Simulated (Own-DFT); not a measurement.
Simulation results for GaN (wurtzite, strained, atoms displaced)

A calculation, not a measurement: plane-wave PBE density functional theory by an unreviewed code, no spin, of a simulated periodic cell, stress positive in tension, free energy of the whole cell less one offset for each atom, forces on such cells passed a denser k mesh, this cell's mesh not checked; offsets are fitted by least squares, one for each functional and potential file, so energies compare only between cells with the same atoms and settings and are not formation energies; the far tail of each file's local potential was reset to the Coulomb form; each entry is a single point on an unrelaxed cell, so the pressure reflects the starting lattice, mostly measured values (interpolated for alloys), from which strain is counted, and rises with the displacements; printed positions are rounded, which can move forces by about a meV/angstrom; the program, named Own-DFT, is a retired in-house code; no spin-orbit coupling. Program: Own-DFT development build.

Common to all runs: functional PBE; potential files PseudoDojo norm-conserving, scalar-relativistic, standard set with the stringent files for Ga; wave cutoff 96 hartree; occupations Gaussian; smearing width 0.01 eV; k mesh 3 x 4 x 3 centred on Gamma.

(1) 
```xyz
96
Lattice="12.7560 -0.0638 0.0000 -4.8249 8.3092 0.0000 0.0000 0.0000 10.3700" Properties=species:S:1:pos:R:3:force_x:R:1:force_y:R:1:force_z:R:1 formula=GaN free_energy_of_cell_above_offsets=-4.151 pressure=7.36 stress_xx=-7.11 stress_yy=-5.83 stress_zz=-9.14 stress_yz=0.32 stress_xz=-0.64 stress_xy=-1.15
Ga     0.0035     1.7182    10.3207      0.687      2.472       1.19
Ga     1.5623     0.8840     2.5744      -0.46     -0.097      0.943
N     -0.0822     1.8262     1.9995      0.811      0.438     -0.695
N      1.6350     0.8981     4.5791     -0.784     -0.219     -0.177
Ga    -0.0243     1.8232     5.1665      0.114     -0.533      0.178
Ga     1.4923     0.9089     7.6883      2.333     -1.212      1.517
N     -0.0050     1.7735     7.1827     -1.779      1.626     -1.217
N      1.5988     0.8541     9.7638      0.676      2.104     -1.332
Ga    -1.6236     4.6133    10.3548      0.674     -0.089      -0.21
Ga    -0.0815     3.7244     2.6172      0.988     -0.954     -0.361
N     -1.6373     4.7172     1.9353      0.267      -2.93     -0.136
N      0.0027     3.6625     4.6337     -0.628      0.824     -1.131
Ga    -1.6430     4.6539     5.0525      0.849     -0.346      1.634
Ga    -0.0624     3.7572     7.7967      1.319     -1.067     -0.605
N     -1.6257     4.6203     7.2163      0.634     -0.682     -2.471
N      0.0191     3.7201     9.6723     -0.565      -1.14      1.409
Ga    -3.2346     7.5243     0.1290      0.416     -3.754     -1.971
Ga    -1.6071     6.3638     2.6564     -0.694      2.993     -1.441
N     -3.1844     7.3336     1.9434      -0.58      0.213      1.884
N     -1.5929     6.4996     4.4770      0.036     -0.383      2.124
Ga    -3.2079     7.3343     5.2999      0.559      1.018     -2.733
Ga    -1.7029     6.3648     7.7414      1.866       1.46      2.108
N     -3.1486     7.2898     7.1118     -2.253      1.223      1.457
N     -1.5511     6.4021     9.7792       -1.7      0.988     -1.062
Ga     3.2333     1.8174     0.0947     -0.551     -0.003      -2.13
Ga     4.7539     0.8372     2.5630      0.343      1.271      1.243
N      3.1542     1.7945     1.9517      0.502      0.092      0.917
N      4.7746     0.8412     4.6535      0.267      2.151     -1.877
Ga     3.2072     1.8290     5.1623     -0.403      0.433      0.537
Ga     4.6971     0.9037     7.7686      1.505     -0.905     -0.085
N      3.1668     1.8173     7.2126      -0.77     -0.535     -1.464
N      4.8018     0.9180     9.7306     -0.012     -0.282      0.206
Ga     1.5983     4.5830     0.0079      0.053      0.154     -1.502
Ga     3.1582     3.6375     2.5452     -0.184      0.695      0.158
N      1.5672     4.5745     1.8587     -0.517      0.425       2.19
N      3.1492     3.6906     4.4602      0.183     -0.215      1.044
Ga     1.5600     4.6396     5.2417      0.694     -0.671      -0.31
Ga     3.1615     3.6101     7.7907      0.081      0.784     -0.232
N      1.6045     4.5331     7.1540     -0.625      0.881      0.247
N      3.2352     3.6319     9.6893      -0.69      0.284      1.393
Ga    -0.0113     7.3164    10.2952     -0.912      1.123      0.892
Ga     1.4278     6.4705     2.6071      1.854     -0.433     -0.724
N     -0.1138     7.4031     1.9279      0.569     -1.007     -0.109
N      1.6286     6.4521     4.5674     -1.773      -0.69     -0.974
Ga     0.0487     7.4245     5.1929     -0.564     -1.947      0.832
Ga     1.5819     6.4692     7.8309     -0.288      -0.73     -0.599
N     -0.0648     7.2604     7.1208      0.118      1.049      0.484
N      1.5326     6.4952     9.7603      1.811       -1.3     -0.151
Ga     6.3794     1.7907     0.0419      0.109       0.69     -0.426
Ga     7.9399     0.9328     2.5055       1.15     -1.427      1.887
N      6.4262     1.8354     2.0223     -2.153      0.424     -1.276
N      7.9104     0.8983     4.5907       0.14     -0.202     -1.199
Ga     6.3545     1.8790     5.2326       0.26     -0.994     -1.086
Ga     7.9532     0.9783     7.9062     -0.143      -1.42     -4.805
N      6.4372     1.8492     7.0806     -1.169     -0.555        2.1
N      7.9768     0.8772     9.6406     -0.053       0.48       4.55
Ga     4.7915     4.5634    10.3511     -0.721      1.147      0.131
Ga     6.3861     3.6975     2.6031     -0.899     -0.383       0.36
N      4.7443     4.6230     1.9397      0.457     -0.909      -0.17
N      6.3493     3.6483     4.5510      0.658      0.923     -0.344
Ga     4.7861     4.5561     5.1698     -0.776      0.563      0.512
Ga     6.3762     3.6025     7.8659      -0.92      0.533     -2.283
N      4.7125     4.5349     7.1456      1.117      0.528     -0.151
N      6.3552     3.8021     9.6755      0.655      -2.11      2.205
Ga     3.1995     7.3256    10.3536     -0.513      0.193     -0.094
Ga     4.7543     6.4053     2.6362     -0.295      0.853     -1.136
N      3.1553     7.3729     1.9163     -0.366       -0.3      0.593
N      4.7704     6.4773     4.5245     -0.072     -1.021      0.642
Ga     3.1419     7.3246     5.1296      1.191      1.401       1.92
Ga     4.8487     6.4366     7.8257     -2.449     -0.896     -1.657
N      3.1318     7.3532     7.2393        1.1      0.494     -1.206
N      4.8039     6.5065     9.6726     -1.138     -1.461      1.451
Ga     9.5522     1.8292    10.3360      0.635     -0.468      0.033
Ga    11.1142     0.8359     2.6597      0.151     -0.107     -2.992
N      9.5609     1.7456     1.9027      0.169      0.985      0.126
N     11.1036     0.8651     4.4323      0.191      0.117      3.961
Ga     9.4801     1.7853     5.2228      0.553     -0.658     -1.156
Ga    11.0789     0.9407     7.7850      1.527     -1.493      0.225
N      9.5726     1.7255     7.0918     -0.776      1.675      1.154
N     11.2357     0.8353     9.7310     -2.255      0.457     -0.663
Ga     7.9538     4.5725     0.0564       0.16      0.411     -0.844
Ga     9.5808     3.6288     2.5223     -0.371     -0.574       0.99
N      7.9627     4.5318     1.9771      0.274      0.485      0.087
N      9.5649     3.5995     4.6097     -0.601      0.757     -1.239
Ga     7.9880     4.6210     5.2509     -0.618     -0.512     -0.868
Ga     9.6300     3.6733     7.7198     -2.436     -1.113       0.85
N      7.8995     4.5291     7.1560      1.158      0.584      0.076
N      9.5280     3.6697     9.7426      0.238     -0.668      -0.46
Ga     6.3016     7.3505    10.3450      1.804     -0.498      0.604
Ga     7.8975     6.3998     2.5766      1.092      0.186      0.048
N      6.3813     7.3278     1.9234     -0.919     -0.087      0.227
N      7.9733     6.4907     4.5377     -0.195     -1.287       0.06
Ga     6.3632     7.3215     5.1582     -0.343      0.832      0.562
Ga     7.8549     6.4204     7.7759      1.445     -0.722      0.713
N      6.3287     7.3351     7.1647      0.644      1.071     -1.233
N      7.9718     6.3486     9.7272     -0.175      1.498      0.338
```

Units: free_energy_of_cell_above_offsets in eV; pressure, stress_xx, stress_yy, stress_zz, stress_yz, stress_xz, stress_xy in GPa; force_x, force_y, force_z in eV/Å.

(2) 
```xyz
96
Lattice="12.7560 -0.0638 0.0000 -4.8249 8.3092 0.0000 0.0000 0.0000 10.3700" Properties=species:S:1:pos:R:3:force_x:R:1:force_y:R:1:force_z:R:1 formula=GaN free_energy_of_cell_above_offsets=-5.094 pressure=6.92 stress_xx=-8.14 stress_yy=-6.07 stress_zz=-6.55 stress_yz=-0.06 stress_xz=0.23 stress_xy=-1.88
Ga     0.1202     1.7411    10.3127     -3.735      2.537      1.584
Ga     1.5930     0.8995     2.6277     -0.635      1.602      0.071
N     -0.0659     1.7792     1.9841       2.69      1.519      -1.37
N      1.6598     0.8958     4.5169     -1.658      0.103      0.856
Ga     0.0037     1.7659     5.2305      0.294      0.827     -1.024
Ga     1.5538     0.9740     7.8247      0.944     -0.514      -0.55
N     -0.0336     1.7943     7.1600      1.783      2.122     -0.784
N      1.6075     0.9963     9.7426      1.876     -2.499     -0.372
Ga    -1.5639     4.5282    10.3510     -0.745      1.143      0.795
Ga     0.0386     3.7071     2.5803      -0.99     -0.401     -0.487
N     -1.5939     4.6161     1.8953     -0.469       0.15      0.916
N     -0.0616     3.7101     4.5285      1.888     -0.802     -0.004
Ga    -1.5799     4.6042     5.1568     -0.904      1.136      0.044
Ga    -0.1095     3.7945     7.7581      2.308     -1.752      1.016
N     -1.6066     4.5786     7.1300     -2.118       1.08     -0.425
N     -0.0870     3.6774     9.7327      2.284     -1.154     -0.675
Ga    -3.1928     7.3587     0.0121     -1.305      0.508      0.058
Ga    -1.6832     6.4655     2.5508       0.29       -0.7      1.269
N     -3.2213     7.4942     2.0446      -0.57     -2.659     -2.026
N     -1.6202     6.5263     4.5738      -0.13     -1.051     -0.456
Ga    -3.2381     7.3959     5.2175      0.871      -0.12      0.562
Ga    -1.6391     6.4265     7.8196      -0.11      0.768     -1.221
N     -3.2440     7.4331     7.2278      0.085     -0.714     -0.568
N     -1.6783     6.4511     9.7331     -0.412     -1.053     -0.065
Ga     3.1984     1.7936     0.0412      0.827      0.725     -0.552
Ga     4.7912     0.8827     2.4957     -0.151     -0.102      1.085
N      3.1515     1.8296     1.9920       0.28     -1.052     -0.795
N      4.7736     0.9422     4.5340     -0.619     -1.042     -0.813
Ga     3.1427     1.8018     5.1525      1.192      0.052      1.224
Ga     4.8442     0.9222     7.7515     -1.162     -0.305      0.379
N      3.1626     1.8095     7.1635      0.478      0.322     -0.365
N      4.8356     0.8281     9.7872     -1.978      -0.57     -0.858
Ga     1.6659     4.6326     0.0348      -1.08      -1.36     -3.591
Ga     3.0868     3.5858     2.5712       0.88      1.681      0.502
N      1.6237     4.6112     1.7883     -0.724     -0.047      4.829
N      3.2169     3.6161     4.5559     -1.114      0.771     -0.577
Ga     1.6106     4.6313     5.1678     -0.458     -0.541      0.332
Ga     3.2191     3.6663     7.7988     -0.593      0.015     -0.356
N      1.5575     4.5696     7.1393      0.457      0.665     -0.257
N      3.1778     3.6499     9.7109      0.587      0.043      0.887
Ga    -0.1124     7.2062    10.3389      1.011      1.988      0.892
Ga     1.4929     6.5008     2.5993      1.265     -1.058     -0.738
N     -0.0720     7.2919     1.9610     -0.279      1.129     -0.846
N      1.5418     6.4945     4.4980      0.722     -1.037      0.508
Ga     0.0093     7.3526     5.1733     -1.177      0.983      0.278
Ga     1.5857     6.4851     7.7879     -0.729     -0.925     -0.489
N     -0.0333     7.3880     7.1229      0.074     -0.457       0.39
N      1.4200     6.3597     9.6998      2.309      0.843     -0.022
Ga     6.3124     1.7663    10.3238      1.394      1.211      1.276
Ga     8.0292     0.7771     2.6307     -0.544      1.513     -0.892
N      6.3739     1.8064     1.9741      0.444     -0.001     -0.282
N      7.9780     0.8242     4.5245     -0.021      1.429      0.519
Ga     6.3160     1.7970     5.0900       1.38      0.337      0.748
Ga     8.0110     0.8380     7.8175     -0.945      0.988     -0.355
N      6.3640     1.8271     7.0804      0.715      0.297      0.409
N      7.9439     0.8479     9.7947      0.294     -0.273     -0.806
Ga     4.7756     4.6450     0.1219      -0.07     -1.441     -2.231
Ga     6.3335     3.6777     2.6006     -0.668     -0.786     -0.409
N      4.6807     4.5722     1.9448      0.605     -0.025      2.042
N      6.3893     3.7155     4.5429     -2.286     -1.557     -0.674
Ga     4.7348     4.5561     5.2083      0.405      0.284      0.555
Ga     6.3783     3.6969     7.7659     -1.178     -0.765      0.724
N      4.7649     4.6998     7.1993      0.113     -1.883     -1.119
N      6.3499     3.6884     9.7659     -0.126     -0.854     -0.475
Ga     3.2267     7.2757    10.3459      -1.21      0.353      0.639
Ga     4.7603     6.4082     2.6904     -1.086     -0.692     -0.483
N      3.1715     7.3077     1.9790     -0.224     -0.447     -0.679
N      4.7134     6.3895     4.6014      0.194       0.24      0.007
Ga     3.1323     7.3779     5.1787       0.26     -0.431      0.238
Ga     4.7381     6.4739     7.7908      0.189      0.093     -0.066
N      3.1569     7.3766     7.1230      -0.04     -0.445      0.278
N      4.8016     6.3607     9.7036     -0.586       1.17      0.504
Ga     9.5474     1.7676    10.3602      0.332      0.196      0.865
Ga    11.2359     0.7886     2.4719     -2.447      0.689      2.122
N      9.5569     1.8351     2.0275      0.316     -1.398     -1.338
N     11.2038     0.8522     4.5196     -0.646     -0.454      0.058
Ga     9.5961     1.8930     5.1185     -0.166     -2.488      0.531
Ga    11.2530     0.9411     7.7597     -3.344     -1.916      0.309
N      9.4932     1.7725     7.0970      1.555      0.535      0.438
N     11.1365     0.8047     9.6822       0.47      1.076      0.612
Ga     7.9625     4.5272     0.0018     -0.162       0.35     -0.179
Ga     9.4831     3.6534     2.5464      1.256      0.038      0.364
N      7.8916     4.5471     1.9358      0.577      0.648      0.177
N      9.6257     3.6005     4.4926     -1.363      1.994      0.007
Ga     7.8441     4.5056     5.1912      3.494      1.493      0.178
Ga     9.4773     3.6423     7.8185      1.271     -0.904     -0.205
N      7.9575     4.4827     7.1190     -0.035      1.393      0.071
N      9.5999     3.6442     9.7941     -1.328     -0.628     -0.973
Ga     6.3548     7.3667     0.0120     -0.296     -1.122     -0.272
Ga     7.9327     6.3812     2.5548     -0.041       0.45      1.082
N      6.2533     7.2888     1.9669      1.415     -0.217     -0.469
N      8.0097     6.3962     4.6084     -1.699     -0.491     -0.895
Ga     6.2937     7.3336     5.2496      0.837      0.082     -0.816
Ga     7.8903     6.3812     7.7277      1.363     -0.325      0.939
N      6.3702     7.2585     7.1650     -0.933       1.71     -0.234
N      7.8912     6.3863     9.7500      1.016      0.176     -0.033
```

Units: free_energy_of_cell_above_offsets in eV; pressure, stress_xx, stress_yy, stress_zz, stress_yz, stress_xz, stress_xy in GPa; force_x, force_y, force_z in eV/Å.
